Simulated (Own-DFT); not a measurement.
# One host, several defects: C40 NbSi2

No measurement is shown. These are fixed-geometry runs of a retired plane-wave code named Own-DFT, which no person has reviewed; spin and spin-orbit coupling are neglected.

Method: PBE; PseudoDojo norm-conserving scalar-relativistic files; cutoff 42 hartree; 4 x 4 x 5 k mesh centred on Gamma; cold (Marzari-Vanderbilt) smearing of 0.2 eV.

Known weak points: forces on such cells failed a check on a denser k mesh; stress not checked against mesh or cutoff.

All runs share one cell, with vectors in Å (0.000, 8.324, 0.000); (-9.613, 0.000, 0.000); (0.000, 0.000, 6.586) and a volume of 527.0 Å³. Atoms were moved at random from their sites; u is the rms move along one axis. The defect's site can differ from row to row.

| cell | formula | u (Å) | P (GPa) |
|---|---|---|---|
| no defect | Nb12Si24 | 0.0191 | 1.49 |
| no defect | Nb12Si24 | 0.0198 | 1.49 |
| no defect | Nb12Si24 | 0.0487 | 2.39 |
| two Nb on a Si site each | Nb14Si22 | 0.0286 | 7.51 |
| two Nb on a Si site each | Nb14Si22 | 0.0329 | 7.95 |
| two Nb on a Si site each | Nb14Si22 | 0.0473 | 8.14 |
| two Si on a Nb site each | Nb10Si26 | 0.0304 | 1.63 |
| two Si on a Nb site each | Nb10Si26 | 0.0364 | 1.72 |
| two Si on a Nb site each | Nb10Si26 | 0.0509 | 2.24 |
| one Si vacancy | Nb12Si23 | 0.0310 | 0.95 |
| one Si vacancy | Nb12Si23 | 0.0331 | 0.95 |
| one Si vacancy | Nb12Si23 | 0.0508 | 1.75 |
| two Nb vacancies | Nb10Si24 | 0.0307 | -0.01 |
| two Nb vacancies | Nb10Si24 | 0.0315 | ? |
| two Nb vacancies | Nb10Si24 | 0.0444 | 0.36 |
| two Nb vacancies | Nb10Si24 | 0.0518 | 0.49 |

## Analysis

P = P0 + c u² + a shift for each defect gives P0 = 1.36 GPa, c = 409 ± 39 GPa/Å² and a scatter of 0.11 GPa. The shifts, and each times the cell's volume:

- two Nb on a Si site each: 5.94 ± 0.09 GPa, 19.5 eV (9.8 eV for each of its 2 sites)
- two Si on a Nb site each: -0.16 ± 0.10 GPa, -0.5 eV (-0.3 eV for each of its 2 sites) (not resolved)
- one Si vacancy: -0.78 ± 0.10 GPa, -2.6 eV
- two Nb vacancies: -1.85 ± 0.10 GPa, -6.1 eV (-3.0 eV for each of its 2 sites)

A positive shift means that the defect pushes the cell outwards. Shift times volume (160.2 GPa Å³ is 1 eV) depends little on the cell's size, so, taken for each site, it can be compared between cells at like pressure. The atoms around the defects weren't relaxed, which would change these numbers.

## Check

The question: what pressure belongs in the blank (two Nb vacancies, u = 0.0315 Å)?

Estimate: -0.08 ± 0.14 GPa. The calculation gave -0.01 GPa.
